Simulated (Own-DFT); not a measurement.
# Computed records: Al32O47 (corundum with one vacancy, atoms displaced), Al31GaO48 (corundum with substituted atoms, atoms displaced)

All values are calculated (Own-DFT development build). A calculation, not a measurement: plane-wave PBE density functional theory by an unreviewed code, no spin, of a simulated periodic cell, stress positive in tension, free energy of the whole cell less one offset for each atom, defect cell not probed for a lower state with spin; oxygen file: force components 24 meV/angstrom off all-electron in one glass; forces on such cells passed a denser k mesh, this cell's mesh not checked; offsets are fitted by least squares, one for each functional and potential file, so energies compare only between cells with the same atoms and settings and are not formation energies; the far tail of each file's local potential was reset to the Coulomb form; each entry is a single point on an unrelaxed cell, so the pressure reflects the starting lattice, mostly measured values, from which strain is counted, and rises with the displacements; printed positions are rounded, which can move forces by about a meV/angstrom; the program is a retired in-house code; no spin-orbit coupling; before rounding, a Quantum ESPRESSO 7.3.1 run of the same cell and cutoff gave forces within 1 meV/angstrom rms on each cell, which checks the program and not the settings.

Settings shared by all entries: functional PBE; potential files PseudoDojo norm-conserving, scalar-relativistic, standard set; wave cutoff 72 hartree; occupations Fermi-Dirac; smearing width 0.1 eV; k mesh 3 x 3 x 3 centred on Gamma.

(1) Al32O47 (corundum with one vacancy, atoms displaced)

```
cell vectors (Å)
   5.4940     0.0000     8.6604
  -2.7470     4.7579     8.6604
  -2.7470    -4.7579     8.6604
atoms (fractions of the cell vectors)
Al  0.17756  0.17501  0.18018
Al  0.32770  0.32308  0.31776
Al  0.42179  0.42921  0.42806
Al  0.07134  0.07105  0.07548
O   0.28228  0.46612  0.12830
O   0.46772  0.12380  0.28204
O   0.12917  0.27270  0.47072
O   0.21953  0.02924  0.37353
O   0.03127  0.37403  0.21873
O   0.37630  0.22316  0.02656
Al  0.17410  0.17533  0.67399
Al  0.32499  0.31541  0.83003
Al  0.42744  0.42938  0.92714
Al  0.08205  0.07095  0.57342
O   0.27500  0.47776  0.61847
O   0.47642  0.13217  0.77485
O   0.12631  0.27721  0.97836
O   0.21704  0.02879  0.87908
O   0.02514  0.37440  0.72233
O   0.37754  0.22893  0.51832
Al  0.17731  0.67303  0.17785
Al  0.32695  0.82323  0.32129
Al  0.42217  0.92907  0.42280
Al  0.07140  0.57611  0.07317
O   0.47357  0.63192  0.27343
O   0.12979  0.77201  0.47682
O   0.23204  0.52668  0.36755
O   0.03404  0.87541  0.21983
O   0.37720  0.71960  0.02882
Al  0.17630  0.67434  0.67564
Al  0.32327  0.82740  0.82274
Al  0.42001  0.92492  0.93017
Al  0.07137  0.56641  0.57833
O   0.27819  0.97140  0.62358
O   0.47162  0.62265  0.78070
O   0.12115  0.77861  0.97723
O   0.21912  0.52735  0.87452
O   0.02660  0.87356  0.71900
O   0.37687  0.71535  0.52853
Al  0.67520  0.17248  0.17694
Al  0.81549  0.32627  0.33129
Al  0.92476  0.42442  0.42423
Al  0.58366  0.07642  0.06906
O   0.78096  0.47186  0.12181
O   0.97402  0.12367  0.28112
O   0.62518  0.28354  0.46879
O   0.72415  0.03016  0.37016
O   0.53354  0.37122  0.22179
O   0.88071  0.22106  0.02383
Al  0.67196  0.17066  0.67886
Al  0.82121  0.32261  0.82838
Al  0.92500  0.42019  0.92926
Al  0.56912  0.07605  0.57796
O   0.77891  0.47160  0.61866
O   0.97150  0.12735  0.77694
O   0.62270  0.27977  0.97295
O   0.72434  0.02602  0.87039
O   0.52789  0.37253  0.72212
O   0.87390  0.22228  0.52683
Al  0.67535  0.67880  0.17810
Al  0.82144  0.82923  0.32523
Al  0.93241  0.91751  0.42238
Al  0.56712  0.57640  0.07611
O   0.77857  0.96769  0.12469
O   0.96768  0.62976  0.28346
O   0.62551  0.77443  0.47848
O   0.72306  0.53120  0.37422
O   0.52693  0.87740  0.21873
O   0.87962  0.71719  0.02294
Al  0.67317  0.67124  0.67754
Al  0.82443  0.82273  0.82199
Al  0.92470  0.93135  0.92457
Al  0.56988  0.57628  0.57739
O   0.78852  0.97122  0.62155
O   0.97027  0.62125  0.78115
O   0.62681  0.78168  0.96935
O   0.72055  0.52930  0.87380
O   0.52916  0.87329  0.72690
O   0.87110  0.72305  0.53141
```

The calculation gives: free energy of cell above offsets -56.346 eV; pressure 7.16 GPa; stress xx -6.85 GPa; stress yy -7.43 GPa; stress zz -7.19 GPa; stress yz 0.06 GPa; stress xz 0.03 GPa; stress xy 0.13 GPa.

Force:
```csv
element,x (eV/Å),y (eV/Å),z (eV/Å)
Al,-0.16,0.593,-1.054
Al,-0.529,-0.68,0.964
Al,0.802,0.54,0.183
Al,0.097,0.278,2.008
O,-0.516,1.252,-0.43
O,1.086,0.387,0.063
O,-0.319,0.409,0.229
O,0.55,-0.877,0.796
O,-0.752,0.055,0.869
O,0.326,-0.681,0.423
Al,0.013,0.593,0.818
Al,-0.928,1.509,0.99
Al,-0.33,-0.274,-1.835
Al,-1.477,0.215,-1.802
O,0.167,-1.761,0.341
O,0.191,-1.283,-2.331
O,0.204,0.124,-1.174
O,0.909,0.767,-0.671
O,0.49,-0.336,-0.292
O,-0.441,-1.832,-0.18
Al,-0.199,0.152,-0.103
Al,-0.687,0.757,-0.658
Al,0.93,-0.643,-0.151
Al,0.332,-0.172,-0.426
O,0.5,-1.029,-0.835
O,-0.395,1.017,-0.979
O,-1.272,-0.251,-0.171
O,-0.29,-0.702,-0.667
O,-0.703,0.372,-0.836
Al,-0.228,-0.286,-0.456
Al,0.013,-0.706,-0.206
Al,-0.173,-0.481,1.722
Al,0.042,0.927,1.025
O,0.085,-0.426,0.421
O,-0.414,0.522,0.364
O,0.643,0.452,0.134
O,0.203,-0.114,0.835
O,0.238,0.256,1.365
O,-0.239,0.819,0.757
Al,-0.269,0.497,1.193
Al,1.668,0.7,-0.101
Al,0.227,0.019,0.102
Al,-1.054,-0.226,-2.151
O,-0.69,-0.539,0.082
O,0.185,-0.073,-0.785
O,-0.813,-0.81,-0.849
O,-0.216,-0.574,0.036
O,0.007,0.425,-0.3
O,-0.868,-0.558,-0.931
Al,1.017,1.147,1.362
Al,0.333,1.206,-0.124
Al,-0.242,0.589,1.233
Al,1.076,0.505,0.037
O,-0.621,-1.195,1.034
O,0.087,-0.36,-0.121
O,0.627,-0.493,0.34
O,-0.551,-0.523,1.301
O,-0.228,0.318,0.633
O,0.196,-0.245,0.511
Al,0.86,0.362,-0.811
Al,0.204,-1.002,-0.515
Al,-0.614,0.02,1.955
Al,1.478,-0.229,1.151
O,-0.469,0.382,0.625
O,0.934,-0.12,-0.482
O,-0.746,1.15,-0.498
O,-0.186,0.127,-0.262
O,-0.119,0.114,1.003
O,-0.902,0.072,0.71
Al,0.378,0.315,0.894
Al,0.452,-0.361,0.095
Al,1.022,-0.396,-1.402
Al,0.975,-0.328,-0.826
O,-0.869,0.458,-1.353
O,0.3,0.075,-0.402
O,-0.473,-0.21,-0.611
O,-0.03,-0.438,-0.362
O,-0.403,0.578,-0.451
O,0.57,0.16,-0.005
```

(2) Al32O47 (corundum with one vacancy, atoms displaced)

```
cell vectors (Å)
   5.4940     0.0000     8.6604
  -2.7470     4.7579     8.6604
  -2.7470    -4.7579     8.6604
atoms (fractions of the cell vectors)
Al  0.16996  0.17253  0.18012
Al  0.33005  0.33177  0.32971
Al  0.40871  0.42401  0.43193
Al  0.06119  0.06796  0.08202
O   0.27349  0.48447  0.11817
O   0.48494  0.12234  0.29082
O   0.13347  0.27268  0.47428
O   0.23508  0.02948  0.35110
O   0.02863  0.37162  0.22915
O   0.37951  0.22505  0.01627
Al  0.17720  0.17230  0.67078
Al  0.31467  0.33111  0.82229
Al  0.41840  0.44070  0.92122
Al  0.07626  0.08327  0.57660
O   0.28802  0.45847  0.63254
O   0.46714  0.11863  0.77280
O   0.12919  0.27397  0.98052
O   0.20233  0.03989  0.88024
O   0.02165  0.38457  0.72094
O   0.37528  0.22377  0.52275
Al  0.18129  0.67172  0.16647
Al  0.31317  0.83058  0.32826
Al  0.42286  0.91117  0.43230
Al  0.08851  0.56685  0.06888
O   0.25712  0.96798  0.14892
O   0.48363  0.63688  0.26610
O   0.10390  0.79918  0.47036
O   0.22295  0.51510  0.37924
O   0.02617  0.88192  0.21800
O   0.36577  0.71566  0.03298
Al  0.17550  0.67289  0.68557
Al  0.31796  0.83570  0.83150
Al  0.44761  0.90269  0.91732
Al  0.07815  0.57448  0.56809
O   0.28508  0.97427  0.62346
O   0.47420  0.62796  0.76693
O   0.23058  0.51568  0.87847
O   0.02493  0.88186  0.71973
O   0.38463  0.72035  0.51900
Al  0.67307  0.18509  0.17586
Al  0.83345  0.32392  0.32179
Al  0.91566  0.42093  0.44560
Al  0.56817  0.08016  0.06221
O   0.78341  0.46720  0.13398
O   0.96637  0.12798  0.27199
O   0.62887  0.28978  0.45395
O   0.71178  0.03907  0.39748
O   0.53013  0.35794  0.23505
O   0.87388  0.22342  0.04076
Al  0.67664  0.16879  0.68154
Al  0.84871  0.32225  0.81718
Al  0.93876  0.39727  0.94512
Al  0.57570  0.08054  0.56267
O   0.77145  0.48269  0.61735
O   0.96978  0.13565  0.75994
O   0.62334  0.28809  0.97280
O   0.71408  0.03264  0.88755
O   0.51816  0.37018  0.72969
O   0.86570  0.22784  0.53169
Al  0.67426  0.65444  0.18695
Al  0.81834  0.82564  0.32931
Al  0.91391  0.92780  0.43228
Al  0.57795  0.57018  0.05682
O   0.76976  0.96310  0.14395
O   0.97536  0.62326  0.26860
O   0.62483  0.78373  0.47300
O   0.71909  0.52502  0.39051
O   0.51543  0.86957  0.23242
O   0.88021  0.73220  0.00394
Al  0.68879  0.68200  0.66168
Al  0.82046  0.83214  0.81707
Al  0.91850  0.93281  0.92510
Al  0.57130  0.56718  0.57968
O   0.77189  0.97231  0.61661
O   0.98175  0.62109  0.75930
O   0.62748  0.75984  0.98515
O   0.72703  0.52502  0.87421
O   0.53943  0.87477  0.72222
O   0.86347  0.73931  0.51840
```

Results for Al32O47 (corundum with one vacancy, atoms displaced): free energy of cell above offsets -44.210 eV; pressure 13.94 GPa; stress xx -15.22 GPa; stress yy -12.96 GPa; stress zz -13.62 GPa; stress yz 1.68 GPa; stress xz 1.26 GPa; stress xy -0.47 GPa.

Force:
```csv
element,x (eV/Å),y (eV/Å),z (eV/Å)
Al,1.036,1.099,-0.385
Al,2.116,-1.333,-5.331
Al,3.473,0.475,4.364
Al,2.107,-0.564,2.885
O,1.438,-1.427,0.403
O,-1.309,0.322,-2.407
O,-1.068,1.182,-0.596
O,-3.28,-2.958,3.769
O,0.453,0.313,0.002
O,-1.352,-1.123,0.04
Al,0.579,0.191,1.849
Al,2.456,-3.417,0.956
Al,2.617,-1.473,0.16
Al,1.654,0.397,-3.358
O,-1.158,3.588,-1.874
O,-0.117,-0.153,1.391
O,0.125,0.7,-0.786
O,1.681,0.199,-0.6
O,2.153,-0.869,-0.366
O,-1.286,-1.578,0.782
Al,-3.653,0.048,-0.481
Al,1.573,-0.22,-0.718
Al,1.2,2.793,2.109
Al,-3.36,-0.056,-0.935
O,2.574,2.691,-2.42
O,-3.178,-3.419,-4.276
O,3.035,-2.363,0.716
O,-1.839,2.054,1.373
O,0.019,-2.746,-2.216
O,2.271,1.355,1.982
Al,-0.241,1.169,-0.476
Al,0.318,-0.046,-3.146
Al,-3.213,0.729,3.254
Al,-1.883,0.451,0.851
O,-0.412,-0.438,-0.687
O,-1.317,-0.223,1.162
O,-1.989,1.9,-0.253
O,0.636,0.811,0.026
O,-2.638,-2.086,-1.202
Al,0.978,-2.433,-2.271
Al,-1.122,-1.368,-0.675
Al,2.117,2.729,-1.082
Al,-3.044,-3.254,2.613
O,1.39,0.957,-1.503
O,-0.964,-0.422,1.118
O,-1.348,-1.574,0.334
O,6.71,4.152,-5.428
O,-1.74,4.379,2.352
O,-0.03,0.958,-2.184
Al,-1.401,1.733,-0.779
Al,-4.109,0.163,-2.572
Al,-2.162,3.569,1.64
Al,-5.503,-1.985,3.139
O,0.012,-2.367,2.568
O,-1.34,-1.627,1.709
O,0.961,0.023,-0.014
O,2.974,2.093,-2.466
O,1.446,1.026,0.645
O,1.451,-1.179,0.51
Al,-0.15,2.005,3.098
Al,0.981,0.689,-0.913
Al,0.928,2.423,0.035
Al,-1.15,-2.514,2.07
O,1.176,2.922,-0.506
O,-0.651,-0.308,1.165
O,-0.429,-0.329,-0.456
O,1.296,1.633,-1.338
O,2.328,1.919,1.225
O,0.037,-2.397,0.491
Al,-2.381,-1.697,-1.84
Al,1.046,-1.54,-0.655
Al,0.68,-1.899,0.567
Al,-0.137,0.021,0.301
O,-1.555,-2.432,4.121
O,-1.476,-1.107,1.684
O,0.812,2.898,-0.606
O,0.768,0.778,-0.653
O,-0.632,-1.061,-2.008
O,3.008,-1.547,1.005
```

(3) Al32O47 (corundum with one vacancy, atoms displaced)

```
cell vectors (Å)
   5.4940     0.0000     8.6604
  -2.7470     4.7579     8.6604
  -2.7470    -4.7579     8.6604
atoms (fractions of the cell vectors)
Al  0.18146  0.17094  0.18662
Al  0.30598  0.31608  0.35398
Al  0.43690  0.42110  0.42124
Al  0.06972  0.08563  0.07562
O   0.27905  0.47207  0.12490
O   0.46604  0.11471  0.30040
O   0.10255  0.29230  0.49275
O   0.25084  0.03571  0.36644
O   0.03496  0.37241  0.21461
O   0.37725  0.22184  0.03472
Al  0.17967  0.17335  0.68326
Al  0.31613  0.32374  0.83375
Al  0.41688  0.41297  0.93427
Al  0.07691  0.05826  0.57626
O   0.30055  0.47868  0.59505
O   0.13576  0.27924  0.95723
O   0.22037  0.02105  0.87586
O   0.03980  0.34714  0.73163
O   0.36122  0.23946  0.52736
Al  0.17254  0.68636  0.17329
Al  0.32590  0.81865  0.32383
Al  0.41218  0.92120  0.43996
Al  0.06529  0.58569  0.07660
O   0.27381  0.95851  0.14203
O   0.46752  0.63645  0.28257
O   0.10398  0.77836  0.49694
O   0.22575  0.51872  0.38276
O   0.03948  0.86707  0.20970
O   0.37033  0.71311  0.03613
Al  0.18941  0.67401  0.67951
Al  0.30817  0.81776  0.83499
Al  0.41971  0.93461  0.93164
Al  0.07460  0.56406  0.58008
O   0.27512  0.98859  0.62402
O   0.47292  0.64321  0.77829
O   0.13459  0.80207  0.95232
O   0.22594  0.52170  0.88464
O   0.03377  0.87158  0.71994
O   0.36821  0.70881  0.53901
Al  0.65588  0.18009  0.18341
Al  0.82403  0.32358  0.33671
Al  0.92697  0.42879  0.42028
Al  0.57793  0.07269  0.05747
O   0.77754  0.45054  0.14098
O   0.97742  0.13871  0.27278
O   0.61739  0.28025  0.47740
O   0.72620  0.03730  0.36119
O   0.53400  0.36849  0.23017
O   0.87822  0.22702  0.03014
Al  0.67382  0.16972  0.69903
Al  0.82943  0.30966  0.80620
Al  0.93571  0.41169  0.93341
Al  0.57623  0.09517  0.55362
O   0.77532  0.49251  0.60454
O   0.96308  0.12457  0.78393
O   0.62515  0.27377  0.96452
O   0.73053  0.04782  0.86564
O   0.54503  0.36488  0.72300
O   0.88695  0.20330  0.53204
Al  0.67546  0.67376  0.17076
Al  0.82668  0.80071  0.33805
Al  0.91942  0.93765  0.42427
Al  0.55690  0.57869  0.08440
O   0.78863  0.96723  0.13701
O   0.96306  0.60962  0.28462
O   0.64666  0.76119  0.45794
O   0.72637  0.53349  0.36779
O   0.52205  0.85873  0.22450
O   0.87415  0.72505  0.03329
Al  0.66165  0.68552  0.68409
Al  0.82739  0.81560  0.82670
Al  0.94518  0.91938  0.91335
Al  0.55308  0.59140  0.57162
O   0.78045  0.99519  0.61727
O   0.97102  0.62474  0.78069
O   0.61214  0.78740  0.97507
O   0.72227  0.53194  0.85962
O   0.53685  0.89996  0.70130
O   0.89111  0.70679  0.52290
```

It finds free energy of cell above offsets -41.516 eV; pressure 14.36 GPa; stress xx -16.21 GPa; stress yy -13.71 GPa; stress zz -13.17 GPa; stress yz -0.5 GPa; stress xz -1.88 GPa; stress xy 0.25 GPa.

Force:
```csv
element,x (eV/Å),y (eV/Å),z (eV/Å)
Al,-0.092,0.486,-0.444
Al,0.887,2.624,-1.194
Al,-0.811,1.771,-0.807
Al,0.761,-1.108,-1.957
O,-0.846,0.09,0.063
O,0.253,1.569,0.357
O,1.91,-0.061,-1.248
O,-3.523,-0.654,-3.556
O,-0.555,0.107,0.775
O,-0.662,-0.722,-1.716
Al,1.025,-0.751,-1.358
Al,3.868,1.322,-1.034
Al,1.01,0.792,3.699
Al,-0.834,2.619,2.539
O,-4.261,-3.346,2.613
O,-1.067,-1.916,0.246
O,-0.057,-0.741,2.136
O,-3.485,3.017,2.888
O,1.983,-2.654,1.176
Al,2.137,-3.373,-0.569
Al,-1.888,-0.671,-0.011
Al,3.648,1.022,3.356
Al,1.475,-2.66,-0.014
O,-0.943,2.395,-0.256
O,2.615,-1.906,-3.22
O,2.059,2.344,0.985
O,-0.676,2.479,-0.696
O,-3.192,0.762,2.495
O,0.474,1.612,0.851
Al,-2.949,-1.658,-4.463
Al,6.754,5.232,6.05
Al,0.21,2.011,-1.095
Al,0.704,0.019,0.348
O,0.887,-1.69,-2.044
O,-0.079,-0.743,-3.601
O,-6.845,-6.461,-5.77
O,-0.307,1.785,-0.972
O,0.062,-1.503,0.204
O,0.399,3.524,2.142
Al,2.911,0.202,-0.22
Al,-0.309,0.327,-0.917
Al,-0.989,-3.045,-0.653
Al,-0.523,-3.08,2.388
O,-0.778,2.795,0.679
O,0.938,-1.737,-1.157
O,1.108,0.099,1.391
O,-0.183,-2.167,1.915
O,-0.93,1.152,-0.295
O,-0.557,-0.614,-1.152
Al,1.058,3.721,-3.484
Al,-3.796,2.603,3.329
Al,-2.442,1.333,-2.018
Al,0.194,-1.735,-0.652
O,0.174,-3.574,-0.173
O,3.583,-1.519,-1.613
O,-0.777,-0.714,1.046
O,1.842,-4.44,-0.391
O,-3.235,1.775,0.738
O,-1.204,1.757,0.133
Al,0.142,-1.503,0.361
Al,1.355,2.955,1.682
Al,0.755,-0.697,-0.595
Al,2.726,-0.135,-0.615
O,0.27,1.242,-2.781
O,1.585,4.727,2.787
O,-6.079,0.05,-1.634
O,-0.364,-1.083,-1.333
O,-0.149,2.157,3.044
O,0.159,1.599,-1.101
Al,2.231,1.124,0.363
Al,-0.567,1.409,-0.934
Al,-4.089,-0.037,1.313
Al,5.81,-2.67,2.531
O,0.183,-2.231,-1.09
O,0.621,-1.882,-0.04
O,2.397,-0.507,0.727
O,-0.672,-2.209,2.076
O,-0.201,-1.563,-0.414
O,-2.248,1.155,-0.141
```

(4) Al31GaO48 (corundum with substituted atoms, atoms displaced)

```
cell vectors (Å)
   5.4940     0.0000     8.6604
  -2.7470     4.7579     8.6604
  -2.7470    -4.7579     8.6604
atoms (fractions of the cell vectors)
Al  0.17859  0.17159  0.17277
Al  0.30842  0.31771  0.34457
Al  0.42189  0.42884  0.43710
Al  0.05914  0.08972  0.06814
O   0.26505  0.49018  0.12488
O   0.48277  0.10122  0.28290
O   0.12845  0.29345  0.44728
O   0.22031  0.04554  0.38117
O   0.01063  0.38224  0.23188
O   0.36968  0.22316  0.02144
Al  0.18863  0.17351  0.67970
Al  0.31751  0.32948  0.82356
Al  0.43498  0.41712  0.93647
Al  0.06492  0.09166  0.57215
O   0.26166  0.49108  0.62040
O   0.45917  0.14090  0.77412
O   0.11421  0.28041  0.98034
O   0.20949  0.04668  0.87379
O   0.01069  0.37431  0.72163
O   0.39312  0.20516  0.51469
Al  0.17972  0.67174  0.17602
Al  0.32993  0.81923  0.32588
Al  0.43400  0.91928  0.43045
Al  0.08326  0.56911  0.06902
O   0.27766  0.97466  0.12594
O   0.48501  0.62188  0.25640
O   0.12346  0.76298  0.48779
O   0.23309  0.52500  0.35262
O   0.03687  0.88061  0.22433
O   0.40442  0.72558  0.01341
Al  0.17258  0.68638  0.66326
Al  0.32297  0.81483  0.84171
Al  0.43298  0.93276  0.91069
Al  0.06253  0.57741  0.58118
O   0.27996  0.97154  0.62693
O   0.47780  0.60297  0.77422
O   0.14671  0.78523  0.94959
O   0.21493  0.53394  0.86884
O   0.02767  0.88723  0.71176
O   0.37838  0.72283  0.51872
Al  0.67574  0.17560  0.16828
Al  0.84062  0.32364  0.30401
Al  0.93377  0.42500  0.41651
Ga  0.58082  0.07444  0.06700
O   0.76817  0.47597  0.12073
O   0.98092  0.12150  0.27144
O   0.62682  0.26142  0.47912
O   0.73709  0.02786  0.36208
O   0.52846  0.37269  0.22933
O   0.88527  0.21357  0.03412
Al  0.68112  0.18015  0.67161
Al  0.81768  0.33608  0.82541
Al  0.91950  0.44022  0.91436
Al  0.57501  0.06226  0.57446
O   0.77800  0.48314  0.60246
O   0.95784  0.13103  0.77741
O   0.62667  0.29065  0.96542
O   0.72558  0.00196  0.88161
O   0.52913  0.37226  0.71811
O   0.85803  0.22816  0.55103
Al  0.67540  0.67730  0.17649
Al  0.83641  0.82469  0.32407
Al  0.92507  0.91100  0.43022
Al  0.57526  0.57725  0.07335
O   0.78106  0.96338  0.13186
O   0.96285  0.63031  0.27290
O   0.64121  0.77494  0.46933
O   0.72650  0.52414  0.38281
O   0.52715  0.88219  0.20298
O   0.87037  0.70286  0.03580
Al  0.68005  0.66923  0.67195
Al  0.83979  0.80570  0.83598
Al  0.90636  0.91971  0.93669
Al  0.57437  0.57488  0.57480
O   0.77422  0.96719  0.63927
O   0.97603  0.62533  0.76966
O   0.60776  0.78749  0.96418
O   0.73089  0.54951  0.84426
O   0.52823  0.88909  0.70687
O   0.89365  0.71086  0.53255
```

The calculation gives: free energy of cell above offsets -42.981 eV; pressure 15.51 GPa; stress xx -16.05 GPa; stress yy -14.91 GPa; stress zz -15.57 GPa; stress yz 0.7 GPa; stress xz -3.87 GPa; stress xy 0.1 GPa.

Force:
```csv
element,x (eV/Å),y (eV/Å),z (eV/Å)
Al,-0.094,-1.254,0.166
Al,5.482,3.273,2.04
Al,2.577,0.826,-1.049
Al,4.585,-3.522,3.507
O,3.277,-1.12,-1.744
O,-1.17,3.251,2.388
O,-3.016,-3.648,-1.148
O,1.177,0.233,-2.353
O,3.45,0.895,-0.507
O,-0.331,0.55,2.134
Al,-0.473,0.139,-2.256
Al,-0.043,0.298,0.55
Al,-2.008,1.344,-2.655
Al,0.271,-1.725,0.147
O,2.648,-2.429,-0.869
O,0.66,-0.916,-0.96
O,0.209,2.125,0.181
O,1.608,-2.057,0.503
O,2.433,1.159,2.403
O,-3.345,0.328,0.18
Al,-0.742,2.201,0.508
Al,-0.058,1.813,-1.315
Al,-1.119,-0.489,-0.473
Al,-0.901,0.136,-0.36
O,0.462,-0.271,-0.189
O,-3.785,-2.33,2.752
O,0.52,4.468,-0.322
O,-2.254,-2.928,3.187
O,1.342,-1.016,-2.554
O,-4.207,0.554,-5.169
Al,-0.377,-1.219,2.355
Al,4.267,4.133,1.222
Al,-2.433,0.332,1.126
Al,4.279,-1.614,0.82
O,-0.134,-0.126,0.575
O,-1.755,1.737,3.352
O,-5.81,-3.696,-3.174
O,-0.001,-0.211,0.144
O,0.248,-2.293,-0.64
O,0.345,-0.032,0.6
Al,-0.865,-1.195,2.056
Al,-2.899,-1.793,-1.108
Al,-2.956,0.185,-0.177
Ga,-1.349,-0.459,-1.9
O,1.957,0.247,0.451
O,-1.51,-0.838,0.821
O,-0.009,2.043,0.711
O,-0.808,-1.311,-0.089
O,1.541,0.717,-1.651
O,-5.827,4.032,-4.096
Al,-1.039,-1.47,-2.793
Al,2.245,0.507,-2.369
Al,0.435,-1.986,0.855
Al,1.495,3.659,3.483
O,-0.173,-2.705,2.835
O,-0.123,-0.49,0.955
O,0.595,-1.708,0.759
O,-1.092,1.648,1.435
O,-0.908,-0.217,0.321
O,3.485,2.027,0.372
Al,-1.378,-1.365,-0.92
Al,-0.126,0.001,-1.689
Al,-0.763,1.411,3.958
Al,1.304,-0.542,-0.315
O,1.154,0.993,0.099
O,0.95,1.299,1.442
O,-1.813,0.495,-0.781
O,-0.692,2.243,-2.711
O,-0.294,-3.111,0.073
O,1.938,1.406,2.278
Al,-0.418,3.451,-1.302
Al,-1.876,2.766,-3.27
Al,2.813,1.935,2.492
Al,1.307,-0.607,-1.318
O,1.338,0.572,-1.338
O,-1.332,-1.388,0.574
O,4.517,-1.225,3.557
O,-0.719,-4.961,1.616
O,0.046,-4.072,-2.507
O,-3.939,2.904,-3.912
```
